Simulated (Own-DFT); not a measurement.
# A pressure from energies alone: corundum Al2O3, 78 atoms (Al32O46), with two O vacancies

All values are computed. Each geometry was run twice at fixed positions with Own-DFT, a retired in-house plane-wave program that no person has reviewed: with PBE, and with HSE06 (exact exchange share 0.25 at short range, screening 0.11 per bohr, Gygi-Baldereschi treatment of its divergence). Both used PseudoDojo norm-conserving files made for PBE, a cutoff of 48 hartree, the Gamma point alone, fixed occupations, a neutral cell and no spin. With Gamma alone and a thickness of 7.9 Å, finite-size errors remain in every number. The oxygen file's force components were 24 meV/Å off all-electron values in a glass.

Unstrained cell vectors in Å: (5.494, 0.000, 8.660); (-2.747, 4.758, 8.660); (-2.747, -4.758, 8.660), volume V0 = 679.1 Å³, from measured lattice constants. Each geometry has its own random strain of a few per cent, its own defect sites and random moves of rms u per axis. HSE06 gave the energy alone. D is its energy less that of PBE, over the lowest D shown. The PBE stress wasn't checked against mesh or cutoff.

```
run  V - V0 (Å³)   u (Å)  P with PBE (GPa)  D (eV)
  1         -5.3  0.0282              9.01   0.065
  2         -9.3  0.0515             13.14   0.078
  3         -4.0  0.0524             10.98   0.303
  4          7.7  0.0294              4.77   0.622
  5         -8.3  0.0289             10.27   0.000
  6         -3.7  0.0276              8.84   0.147
  7         -8.4  0.0505             12.51   0.113
  8         -6.0  0.0303              9.20   0.095
  9          0.6  0.0495              8.84   0.413
 10         21.4  0.0547              2.43   1.251
 11         -7.1  0.0512             12.13   0.166
 12         18.4  0.0280              1.09   1.014
 13         -6.3  0.0289              9.25       ?
```

## What the rows give

D = 0.25 + 0.0380 (V - V0) + 69 u² eV, with an error of 0.0006 on the volume slope, 6 on the last term and a scatter of 0.02 eV. Pressure is -dE/dV, and 1 eV/Å³ is 160.2 GPa, so HSE06 changes the pressure by -6.1 ± 0.1 GPa. With the ions held to the strained lattice, the PBE pressure falls by 237 ± 5 GPa per unit of volume strain; the shape of the strain isn't fitted, so the true error is larger, and a relaxed crystal would be softer. On that slope HSE06's volume at a given pressure is about 2.6 % smaller, or 0.9 % in lengths. At u = 0 and V0 the PBE pressure is 6.4 GPa, which puts the zero-pressure volume, against the measured cell and with the defects in, at +2.7 % for PBE and +0.1 % for HSE06, each good to a few tenths of a per cent.

## Test on the hidden row

The question: what D should run 13 give?

From the fit: 0.06 eV, with rows scattering by 0.02. Computed: 0.057 eV.
